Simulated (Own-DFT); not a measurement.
# Which defects push the lattice out? zincblende GaAs

The numbers are computed, not measured, by runs of the plane-wave DFT program Own-DFT (in-house, retired, unreviewed) at fixed positions, with no spin and no spin-orbit coupling.

Settings: PBE; PseudoDojo norm-conserving scalar-relativistic files; cutoff 42 hartree; 3 x 3 x 3 k mesh centred on Gamma; Fermi-Dirac smearing of 0.1 eV.

Limits (not all hold for every row): not probed for a lower state with spin; forces not confirmed at this smearing and k mesh; stress not checked against mesh or cutoff.

All runs share one cell, with vectors in Å (11.737, 0.000, 0.000); (0.000, 11.737, 0.000); (0.000, 0.000, 10.833) and a volume of 1492.4 Å³, strained against the parent crystal. u is the rms random offset of the atoms per axis. The defect's site can differ from row to row.

```
                             cell     formula   u (Å)  P (GPa)
                        no defect    As32Ga32  0.0289     1.24
                        no defect    As32Ga32  0.0470     1.47
                        no defect    As32Ga32  0.0579     1.65
              one P on an As site   As31Ga32P  0.0300     1.00
              one P on an As site   As31Ga32P  0.0300     1.00
              one P on an As site   As31Ga32P  0.0316     1.04
              one In on a Ga site  As32Ga31In  0.0462     2.09
              one In on a Ga site  As32Ga31In  0.0471        ?
              one In on a Ga site  As32Ga31In  0.0489     2.14
              one In on a Ga site  As32Ga31In  0.0498     2.23
one As vacancy and one Ga vacancy    As31Ga31  0.0341     1.01
one As vacancy and one Ga vacancy    As31Ga31  0.0471     1.30
one As vacancy and one Ga vacancy    As31Ga31  0.0491     1.22
              one Al on a Ga site  AlAs32Ga31  0.0293     1.23
              one Al on a Ga site  AlAs32Ga31  0.0316     1.24
              one Al on a Ga site  AlAs32Ga31  0.0492     1.48
```

## Analysis

P = P0 + c u² + a shift for each defect gives P0 = 1.09 GPa, c = 170 ± 16 GPa/Å² and a scatter of 0.04 GPa. The shifts, and each times the cell's volume:

- one In on a Ga site: 0.66 ± 0.03 GPa, 6.2 eV
- one Al on a Ga site: -0.02 ± 0.03 GPa, -0.2 eV (not resolved)
- one P on an As site: -0.24 ± 0.04 GPa, -2.2 eV
- one As vacancy and one Ga vacancy: -0.24 ± 0.03 GPa, -2.3 eV

A positive shift means that the defect pushes the cell outwards. Shift times volume (160.2 GPa Å³ is 1 eV) depends little on the cell's size, so, taken for each site, it can be compared between cells at like pressure. The atoms around the defects weren't relaxed, which would change these numbers.

## The run left out

Question: what pressure belongs in the blank (one In on a Ga site, u = 0.0471 Å)?

Estimate: 2.13 ± 0.04 GPa. The hidden result is 2.06 GPa.
